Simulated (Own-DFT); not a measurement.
# Energy and forces against displacement in zincblende InP, 64 atoms (In32P32)

These are calculations, not measurements. They come from Own-DFT, an in-house plane-wave density functional program, since retired, whose code no person has reviewed. Each row is one single-point run on a periodic cell that was not relaxed, without spin or spin-orbit coupling.

Settings of every run: PBE; PseudoDojo norm-conserving scalar-relativistic files; cutoff 36 hartree; 3 x 3 x 3 k mesh centred on Gamma; Fermi-Dirac smearing of 0.1 eV.

Known limits: forces on such cells moved up to 12 meV/angstrom on a denser k mesh; stress not checked against mesh or cutoff.

Cell vectors in Å: (11.737, 0.000, 0.000); (0.000, 11.737, 0.000); (0.000, 0.000, 11.737). In each run every atom was moved at random and independently from its ideal site; u is the rms move along one axis. E is the free energy for each atom above the fitted value at u = 0, and F the rms of the force components.

```
run,u (Å),E (meV/atom),F (eV/Å),largest force (eV/Å),P (GPa)
1,0.0184,4.6,0.205,0.68,3.18
2,0.0207,6.7,0.251,0.93,3.21
3,0.0209,7.8,0.280,0.89,3.23
4,0.0446,?,?,?,?
5,0.0477,36.5,0.625,2.68,3.60
6,0.0521,34.5,0.554,2.01,3.52
7,0.0948,139.2,1.300,6.46,4.84
8,0.0969,152.1,1.476,7.14,5.01
9,0.1049,174.9,1.523,7.18,5.24
10,0.1483,318.9,2.215,8.54,6.93
11,0.2093,581.2,2.977,12.28,10.18
```

## Worked fit

For small independent moves the energy grows as E = (3/2) K u², with K the mean stiffness felt by one atom. The runs with u up to 0.11 Å give K = 10.3 ± 0.4 eV/Å², with residuals divided by u² + 0.0006 Å², since the noise grows with the moves. The scatter is 3.4 meV/atom at u = 0.05 Å. The forces follow F = G u with G = 13.1 eV/Å²; no force at u = 0 is resolved. G exceeds K because the moves of its neighbours add to the force on an atom, and stiffness differs between atoms. At u = 0.209 Å the parabola gives 675 meV/atom and the run 581. The pressure follows P = 3.11 + 195 u² GPa: at fixed volume, shortened bonds push harder than stretched ones pull.

## Withheld run

Question: what energy and rms force should run 4 give?

The fit gives 31 ± 3 meV/atom and about 0.58 eV/Å. The calculation gave 29.4 meV/atom and 0.546 eV/Å.
